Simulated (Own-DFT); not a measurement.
Simulation results for Al3GaN4 (wurtzite random alloy, strained, atoms displaced)

Computed with Own-DFT development build. A calculation, not a measurement: plane-wave PBE density functional theory by an unreviewed code, no spin, of a simulated periodic cell, stress positive in tension, free energy of the whole cell less one offset for each atom, forces on such cells passed a denser k mesh, this cell's mesh not checked; offsets are fitted by least squares, one for each functional and potential file, so energies compare only between cells with the same atoms and settings and are not formation energies; the far tail of each file's local potential was reset to the Coulomb form; each entry is a single point on an unrelaxed cell, so the pressure reflects the starting lattice, mostly measured values, from which strain is counted, and rises with the displacements; printed positions are rounded, which can move forces by about a meV/angstrom; the program is a retired in-house code; no spin-orbit coupling.

Settings shared by all entries: functional PBE; potential files PseudoDojo norm-conserving, scalar-relativistic, standard set with the stringent files for Ga; wave cutoff 96 hartree; occupations Gaussian; smearing width 0.01 eV; k mesh 4 x 4 x 3 centred on Gamma.

(1) Al3GaN4 (wurtzite random alloy, strained, atoms displaced)

```
Al3GaN4
1.0
      9.4877     0.0000     0.0000
     -4.7438     8.2166     0.0000
      0.0000     0.0000    10.0655
Ga Al N Al N Al N Al Ga N Al N Al Ga N Al N Al N Ga Al N Ga Al N Ga Al N Al N Al N Al Ga N Al Ga N Ga Al N Al N Al N
1 1 2 2 2 2 2 1 1 2 2 2 1 1 2 2 2 2 2 1 1 2 1 1 2 1 1 2 2 2 2 2 1 1 2 1 1 2 1 1 2 2 2 2 2
Direct
  0.10454 0.21726 0.00041
  0.22418 0.11129 0.24585
  0.10795 0.21942 0.19406
  0.22661 0.11720 0.44834
  0.11303 0.23383 0.50220
  0.21684 0.11036 0.75308
  0.12264 0.22926 0.68746
  0.22005 0.11226 0.93987
  0.10625 0.56602 0.00651
  0.22229 0.44214 0.24354
  0.11376 0.54979 0.18909
  0.22519 0.44836 0.43614
  0.10854 0.55926 0.50039
  0.21760 0.43736 0.74551
  0.10909 0.56044 0.67821
  0.22463 0.43954 0.93549
  0.10560 0.88507 0.00403
  0.21338 0.76989 0.25402
  0.11736 0.89511 0.19423
  0.22166 0.77479 0.44193
  0.11211 0.88237 0.49773
  0.21985 0.77526 0.75095
  0.11095 0.89401 0.68595
  0.21976 0.77048 0.94174
  0.43862 0.21496 0.00371
  0.54563 0.11013 0.25114
  0.44748 0.22278 0.18955
  0.56195 0.11382 0.44051
  0.44416 0.23068 0.50650
  0.55122 0.12281 0.74956
  0.44955 0.22605 0.69778
  0.55301 0.10656 0.94606
  0.44222 0.55974 0.00169
  0.54687 0.44146 0.25237
  0.43295 0.54687 0.20051
  0.56562 0.45387 0.43532
  0.46022 0.57005 0.49589
  0.56123 0.44666 0.75330
  0.43652 0.55371 0.69305
  0.55757 0.44701 0.93407
  0.44415 0.89576 0.00384
  0.55202 0.77556 0.25507
  0.44079 0.88538 0.19236
  0.55547 0.77962 0.43852
  0.45001 0.88841 0.50094
  0.55448 0.78170 0.75256
  0.44255 0.89177 0.69450
  0.55656 0.76868 0.94355
  0.76868 0.21549 0.00026
  0.88121 0.10925 0.25051
  0.77333 0.21408 0.18196
  0.90144 0.11742 0.44010
  0.76963 0.22032 0.50100
  0.89411 0.10656 0.75474
  0.77899 0.22427 0.69397
  0.88574 0.10661 0.94036
  0.77195 0.55152 0.00310
  0.88684 0.45028 0.24110
  0.78434 0.55926 0.18022
  0.88969 0.44405 0.44252
  0.77826 0.56512 0.50684
  0.88029 0.44174 0.74602
  0.77742 0.55549 0.69249
  0.88241 0.44302 0.94298
  0.78381 0.89210 0.99869
  0.89359 0.78403 0.24543
  0.77573 0.89285 0.19264
  0.89401 0.78365 0.44563
  0.78105 0.88815 0.50174
  0.88784 0.77671 0.74891
  0.77435 0.88148 0.68264
  0.88891 0.77830 0.94176
```

```
free energy of cell above offsets : -24.348 eV
pressure                          : 1.85 GPa
stress xx                         : 0.6 GPa
stress yy                         : -0.79 GPa
stress zz                         : -5.37 GPa
stress yz                         : 0.36 GPa
stress xz                         : -0.96 GPa
stress xy                         : -0.18 GPa
```

Force:
| element | x (eV/Å) | y (eV/Å) | z (eV/Å) |
| --- | --- | --- | --- |
| Ga | 0.29 | 1.216 | 0.535 |
| Al | -0.634 | 0.919 | 1.725 |
| N | 0.131 | -0.341 | 0.014 |
| N | 0.155 | -0.461 | -1.133 |
| Al | 1.094 | -0.42 | -1.033 |
| Al | 0.931 | 0.178 | -0.824 |
| N | -0.661 | -2.589 | -0.093 |
| N | 1.098 | -1.428 | 0.37 |
| Al | 1.087 | -2.681 | -1.346 |
| Al | -1.12 | -1.097 | 1.726 |
| N | -0.633 | 1.31 | 0.052 |
| N | -0.519 | 0.275 | 0.126 |
| Al | 0.97 | -1.057 | -1.526 |
| Ga | -0.763 | 2.23 | 0.628 |
| N | -0.717 | -1.249 | 2.233 |
| N | -2.022 | 0.664 | 1.278 |
| Al | 0.636 | 0.462 | -0.821 |
| Al | 1.142 | 0.455 | -0.226 |
| N | -0.221 | -1.156 | -0.482 |
| N | 0.31 | 0.693 | -0.429 |
| Al | -0.208 | 1.846 | 0.377 |
| Ga | -0.317 | 0.143 | -0.443 |
| N | -0.5 | -0.312 | 0.794 |
| N | -1.25 | 1.425 | 0.685 |
| Al | 0.066 | 1.35 | -1.163 |
| Al | 1.914 | -0.359 | 0.045 |
| N | -0.97 | 0.205 | 0.201 |
| N | -1.723 | -0.617 | 0.052 |
| Al | 0.47 | -0.469 | -0.549 |
| Al | 2.544 | -2.078 | 0.78 |
| N | -1.812 | 0.717 | -1.029 |
| N | -0.891 | 1.826 | -1.52 |
| Ga | 0.404 | -1.874 | 0.185 |
| Al | 1.043 | 0.481 | -0.847 |
| N | 1.824 | 1.592 | -0.857 |
| N | -0.377 | -1.547 | 0.474 |
| Ga | -1.764 | -2.608 | 1.255 |
| Al | -1.631 | 0.335 | -0.552 |
| N | 2.417 | 1.339 | -0.406 |
| N | 0.384 | -1.106 | 1.936 |
| Ga | 0.817 | -2.199 | -0.218 |
| Al | -0.009 | 0.122 | -1.358 |
| N | -0.474 | 0.003 | 1.501 |
| N | 0.775 | 2.306 | 0.06 |
| Al | -1.23 | 0.405 | 0.319 |
| Al | -0.032 | -0.922 | -0.039 |
| N | 1.075 | 0.895 | -0.656 |
| N | 0.037 | 3.139 | -0.849 |
| Al | 0.854 | 0.953 | -0.698 |
| Al | 0.825 | 0.711 | 0.488 |
| N | -0.827 | 0.124 | 1.401 |
| N | -2.035 | -0.958 | 0.312 |
| Al | 2.2 | 0.874 | 0.052 |
| Ga | -0.672 | 0.48 | -1.711 |
| N | -0.769 | -0.521 | -0.387 |
| N | -1.042 | -0.17 | 0.686 |
| Al | -0.053 | 0.243 | -2.107 |
| Ga | 1.109 | -1.85 | 1.525 |
| N | -2.334 | 1.048 | 1.965 |
| N | -0.427 | -0.087 | -0.282 |
| Ga | 1.457 | -0.855 | -1.334 |
| Al | 1.626 | 0.571 | 0.733 |
| N | -0.368 | 0.359 | 1.138 |
| N | 0.508 | -0.061 | -0.521 |
| Al | -0.963 | -1.092 | 0.673 |
| Al | -0.67 | -0.354 | 0.793 |
| N | 0.459 | -1.055 | -0.309 |
| N | -0.109 | 0.268 | -1.7 |
| Al | -0.17 | 1.354 | -1.334 |
| Al | 0.355 | 0.273 | 0.126 |
| N | -0.24 | -0.108 | 1.677 |
| N | 0.149 | -0.102 | -0.141 |

(2) Al3GaN4 (wurtzite random alloy, strained, atoms displaced)

```
Al3GaN4
1.0
      9.4877     0.0000     0.0000
     -4.7438     8.2166     0.0000
      0.0000     0.0000    10.0655
Ga Al N Ga N Al N Ga Al N Al N Al N Al Ga N Al N Al N Al N Ga N Al N Al N Al N Al N Al Ga N Al N Al Ga N
1 1 2 2 2 2 2 1 1 2 2 2 2 2 1 1 2 2 2 2 2 2 2 2 2 2 2 2 2 2 2 2 2 1 1 2 2 2 1 1 2
Direct
  0.12215 0.23119 0.99556
  0.22300 0.10254 0.25068
  0.11117 0.21752 0.19947
  0.20936 0.10906 0.43855
  0.11534 0.23269 0.50003
  0.23261 0.11277 0.74349
  0.10992 0.21122 0.69798
  0.22323 0.12049 0.95302
  0.12127 0.56254 0.00489
  0.23215 0.45230 0.24921
  0.11419 0.54725 0.19772
  0.21913 0.44022 0.43171
  0.10634 0.54849 0.50169
  0.23037 0.45003 0.74840
  0.10669 0.54237 0.70031
  0.22452 0.44982 0.93963
  0.11141 0.89221 0.99723
  0.22916 0.77945 0.25480
  0.11594 0.89810 0.19228
  0.23334 0.78442 0.43515
  0.09788 0.88346 0.50297
  0.22346 0.78396 0.75129
  0.11218 0.89298 0.69365
  0.23055 0.79119 0.94175
  0.45539 0.23171 0.99146
  0.55587 0.11349 0.25144
  0.45272 0.23888 0.18177
  0.54855 0.10479 0.44462
  0.44962 0.22321 0.50429
  0.55433 0.11256 0.74910
  0.45381 0.21637 0.69316
  0.55365 0.11620 0.94149
  0.44454 0.55641 0.99330
  0.55904 0.45488 0.24922
  0.43516 0.55070 0.18634
  0.55489 0.44372 0.44330
  0.43761 0.53863 0.49402
  0.56106 0.43535 0.75956
  0.44435 0.55198 0.69071
  0.55238 0.44834 0.95103
  0.44947 0.89144 0.99092
  0.54919 0.77207 0.24407
  0.44472 0.88116 0.19401
  0.55921 0.78215 0.43474
  0.44899 0.87670 0.50092
  0.55854 0.77919 0.76128
  0.44000 0.88723 0.68884
  0.56573 0.78696 0.94585
  0.77670 0.22307 0.00187
  0.89077 0.11138 0.25051
  0.78021 0.21806 0.19844
  0.88999 0.11581 0.44233
  0.78596 0.22982 0.49639
  0.89143 0.11143 0.75670
  0.77671 0.21878 0.68914
  0.87778 0.10549 0.93969
  0.77727 0.55305 0.00850
  0.88543 0.43546 0.25278
  0.78383 0.55688 0.19957
  0.89942 0.45766 0.43674
  0.78565 0.55901 0.50839
  0.89287 0.43710 0.74436
  0.77447 0.55758 0.68936
  0.89333 0.44258 0.94251
  0.78629 0.90150 0.99809
  0.89456 0.77199 0.25590
  0.78225 0.89219 0.19133
  0.89952 0.77694 0.43415
  0.78605 0.88720 0.49405
  0.90044 0.77769 0.73958
  0.78103 0.89462 0.69409
  0.88884 0.76993 0.93954
```

```
free energy of cell above offsets : -22.521 eV
pressure                          : 2.16 GPa
stress xx                         : -2.69 GPa
stress yy                         : -0.82 GPa
stress zz                         : -2.98 GPa
stress yz                         : -0.13 GPa
stress xz                         : 0.43 GPa
stress xy                         : 0.31 GPa
```

Force:
| element | x (eV/Å) | y (eV/Å) | z (eV/Å) |
| --- | --- | --- | --- |
| Ga | -2.217 | -0.308 | 2.091 |
| Al | -0.485 | 2.754 | -0.206 |
| N | 0.043 | 0.993 | -0.783 |
| N | 2.539 | -0.475 | 1.018 |
| Ga | -0.287 | -2.082 | 0.413 |
| Ga | -1.046 | 0.305 | 1.787 |
| N | -0.833 | 2.285 | -0.273 |
| N | 2.896 | -1.743 | -2.165 |
| Al | -0.945 | -0.297 | 0.014 |
| Al | -1.166 | -2.741 | -0.417 |
| N | -1.409 | 1.403 | -1.09 |
| N | 0.871 | 1.875 | 1.155 |
| Ga | 1.683 | 1.999 | -0.005 |
| Al | -0.005 | -1.553 | 0.645 |
| N | 1.19 | 2.767 | -1.325 |
| N | 0.237 | 1.329 | -0.627 |
| Al | -0.28 | 0.322 | 1.015 |
| Al | -0.801 | -0.343 | -1.297 |
| N | 0.773 | -2.785 | -0.628 |
| N | -1.179 | -0.495 | 2.169 |
| Al | 3.386 | 2.025 | -0.7 |
| Al | 0.534 | -1.003 | -0.068 |
| N | 2.283 | -0.737 | -1.628 |
| N | -1.097 | -1.738 | -0.708 |
| Al | -1.723 | -1.206 | 2.185 |
| Ga | -0.679 | -0.409 | -0.091 |
| N | 0.004 | -1.133 | 1.005 |
| N | 0.877 | 0.879 | 0.693 |
| Al | -0.724 | -0.856 | -1.282 |
| Al | 2.324 | -1.464 | 0.208 |
| N | -1.106 | 2.003 | -0.481 |
| N | 1.132 | 0.667 | -1.016 |
| Al | -0.562 | 0.733 | 1.15 |
| Al | 0.149 | -1.097 | 0.028 |
| N | 2.005 | 0.301 | -0.638 |
| N | 1.205 | -0.152 | -0.353 |
| Al | -0.504 | 2.385 | 1.03 |
| Al | -1.238 | 1.443 | -0.824 |
| N | 0.752 | 0.121 | 0.211 |
| N | 1.61 | 0.261 | -1.856 |
| Ga | -0.339 | 0.594 | 2.069 |
| Ga | 1.714 | 0.626 | 0.363 |
| N | -1.84 | 1.403 | -1.356 |
| N | 1.59 | -1.8 | 1.398 |
| Al | -1.334 | 1.507 | -0.107 |
| Al | 0.296 | -0.006 | -2.174 |
| N | 0.763 | -0.152 | 1.02 |
| N | 0.45 | -1.642 | -0.653 |
| Al | 0.333 | 0.003 | 0.324 |
| Al | 0.833 | -0.27 | 0.353 |
| N | -0.16 | 0.687 | -1.319 |
| N | -0.332 | -0.778 | -0.266 |
| Al | -0.87 | -1.228 | 0.212 |
| Al | -0.205 | -0.226 | -1.222 |
| N | 0.002 | -0.746 | -0.41 |
| N | 0.284 | 1.98 | 0.12 |
| Al | 0.689 | 0.583 | -0.557 |
| Al | 0.714 | 1.081 | -0.755 |
| N | -0.365 | -0.513 | -0.739 |
| N | -1.994 | -2.049 | 0.812 |
| Al | -0.997 | -0.539 | -1.998 |
| Ga | -1.79 | -0.027 | 1.79 |
| N | 0.642 | -1.335 | 0.181 |
| N | -0.597 | 0.414 | 0.932 |
| Al | 1.055 | -2.352 | 1.182 |
| Al | -0.509 | 1.577 | -2.37 |
| N | 0.788 | -0.664 | -0.136 |
| N | -2.06 | -1.035 | 2.157 |
| Al | -1.545 | 0.731 | 0.586 |
| Ga | -3.02 | -0.105 | 2.588 |
| N | -0.168 | -0.789 | -0.997 |
| N | -0.238 | 0.837 | 0.617 |
